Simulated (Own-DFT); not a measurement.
# Computed records: AlGa$_{3}$N$_{4}$ (wurtzite random alloy, atoms displaced)

All values are calculated (Own-DFT development build). A calculation, not a measurement: plane-wave PBE density functional theory by an unreviewed code, no spin, of a simulated periodic cell, stress positive in tension, free energy of the whole cell less one offset for each atom, forces on such cells passed a denser k mesh, this cell's mesh not checked; offsets are fitted by least squares, one for each functional and potential file, so energies compare only between cells with the same atoms and settings and are not formation energies; the far tail of each file's local potential was reset to the Coulomb form; each entry is a single point on an unrelaxed cell, so the pressure reflects the starting lattice, mostly measured values, from which strain is counted, and rises with the displacements; printed positions are rounded, which can move forces by about a meV/angstrom; the program is a retired in-house code; no spin-orbit coupling.

```xyz
72
Lattice="9.5092 0.0000 0.0000 -4.7546 8.2353 0.0000 0.0000 0.0000 10.2685" Properties=species:S:1:pos:R:3:force_x:R:1:force_y:R:1:force_z:R:1 formula=AlGa3N4 functional=PBE potential_files=PseudoDojo_norm-conserving,scalar-relativistic,standard_set wave_cutoff=42 occupations=Fermi-Dirac smearing_width=0.1 k_mesh=4_x_4_x_3_centred_on_Gamma free_energy_of_cell_above_offsets=4.134 pressure=6.21 stress_xx=-6.77 stress_yy=-6.08 stress_zz=-5.77 stress_yz=0.11 stress_xz=-0.04 stress_xy=1.06
Al    -0.0598     1.8843     0.0175      1.318     -0.629     -0.267
Al     1.6255     0.9514     2.5270     -0.061      -0.49      0.484
N      0.0777     1.8355     1.9203     -0.494     -0.094     -0.098
N      1.6084     0.9558     4.5362     -0.258     -0.875     -1.393
Ga    -0.0284     1.8637     5.1088       0.67     -0.207      0.575
Ga     1.5745     1.0111     7.6575      0.615     -1.514      0.993
N      0.0170     1.8292     7.0915     -1.356      1.349     -0.296
N      1.5843     0.9203     9.6653     -0.272      1.353      0.035
Al    -1.5911     4.5524     0.0127     -0.292      0.546     -0.271
Ga     0.0007     3.6941     2.5893      0.182     -0.771     -1.044
N     -1.5694     4.5645     1.9404     -0.306     -0.038     -1.044
N     -0.0235     3.6865     4.4629       0.05     -0.121       0.99
Ga    -1.6303     4.5403     5.1501      1.157      1.081      0.528
Al     0.0155     3.6746     7.7094     -0.562     -0.484      0.105
N     -1.5992     4.5222     7.1077       0.66      0.189     -0.013
N     -0.0538     3.6739     9.6467     -0.124      -0.43     -0.394
Ga    -3.1894     7.3472    10.2617        0.9     -0.278      0.025
Ga    -1.6012     6.3819     2.5373      0.989      0.688       0.24
N     -3.1327     7.3255     1.9520     -0.775      1.079      0.288
N     -1.5931     6.4094     4.5174     -0.903     -0.136     -0.117
Al    -3.1418     7.3579     5.0892     -0.296     -0.108      0.547
Ga    -1.6142     6.4189     7.6922      0.498     -0.483      0.597
N     -3.1535     7.3295     7.0625     -0.768      0.231     -1.136
N     -1.5358     6.3818     9.6958     -0.677     -0.493      -0.43
Al     3.1877     1.7871     0.0148     -1.018      0.853     -0.139
Ga     4.7203     0.9129     2.5611      1.146      0.228      0.069
N      3.2213     1.7885     1.9129     -1.759      0.927     -0.064
N      4.7478     0.8663     4.4698      0.073      0.841       0.69
Ga     3.2139     1.8581     5.1089     -0.375     -1.237      0.643
Ga     4.7283     0.9179     7.7234       0.07     -0.581     -0.136
N      3.2026     1.8085     7.0557     -0.171      1.908      0.131
N      4.7004     0.9474     9.6520      0.683      0.033     -0.148
Ga     1.5814     4.5874    10.2605     -0.055     -0.603      0.182
Ga     3.1648     3.6497     2.6367       0.16      0.002     -1.758
N      1.5690     4.5989     1.9363      0.423      0.614       0.78
N      3.1915     3.6410     4.5345      0.399       0.57     -0.032
Ga     1.6078     4.5368     5.0494     -0.826      0.861      1.301
Al     3.1782     3.7101     7.6659     -0.855     -1.313      1.099
N      1.5611     4.5351     7.0697      0.583      0.763      0.391
N      3.1565     3.6296     9.7000      0.109     -0.561     -1.591
Ga     0.0586     7.3668    10.2163     -0.478     -0.677      0.971
Al     1.5556     6.3897     2.5981      0.146      0.918     -0.533
N      0.0202     7.4057     1.9373      0.494     -2.572      -0.09
N      1.5814     6.4151     4.5132      0.447     -0.344     -0.695
Ga    -0.0202     7.3116     5.1411      0.297     -0.304     -0.294
Al     1.5984     6.4182     7.6920     -0.458     -0.628     -0.016
N      0.0033     7.2987     7.0382      0.773     -0.132      1.342
N      1.6269     6.3875     9.6482      0.058      0.701     -1.257
Ga     6.3692     1.8377    10.2043     -0.576     -0.806      1.337
Ga     7.9202     0.8982     2.5798      0.506      0.985      0.102
N      6.3437     1.7828     1.9666      0.098      1.173     -0.602
N      7.9602     0.9074     4.5233      -1.07      0.097      0.218
Ga     6.2608     1.8447     5.1513      1.152     -0.736      0.054
Ga     7.8919     0.8536     7.6990      0.915      1.426      0.322
N      6.3253     1.8148     7.1390     -0.103      0.087     -0.875
N      7.9555     0.9154     9.6490      0.203      0.111       0.21
Ga     4.7824     4.5334    10.2584      -1.66      1.053      1.002
Ga     6.3717     3.6723     2.5793     -0.845     -0.594     -0.326
N      4.7308     4.5879     1.9690      0.483      0.042     -0.004
N      6.3442     3.6895     4.5426     -0.773     -0.835     -0.444
Ga     4.7745     4.5852     5.1622     -0.227       0.26     -0.075
Ga     6.3086     3.6517     7.7174      0.432     -0.089       0.19
N      4.7254     4.5669     7.1215     -0.221       -0.1     -0.631
N      6.2596     3.6349     9.6614      2.629      0.645     -0.259
Ga     3.2267     7.3026     0.0602     -0.543      0.261      -0.44
Ga     4.7579     6.4558     2.6010      0.053     -0.579     -1.486
N      3.1652     7.3649     1.9758     -0.693     -1.626      0.145
N      4.7096     6.3940     4.4578      2.399      0.002      1.635
Ga     3.2530     7.2851     5.1261     -1.984       1.02      0.661
Ga     4.7427     6.3923     7.6990      0.661      0.788      0.321
N      3.1631     7.3276     7.1250     -0.542     -1.417     -0.956
N      4.7752     6.4211     9.6351     -0.058     -0.799      0.152
```

Units: wave_cutoff in hartree; smearing_width, free_energy_of_cell_above_offsets in eV; pressure, stress_xx, stress_yy, stress_zz, stress_yz, stress_xz, stress_xy in GPa; force_x, force_y, force_z in eV/Å.
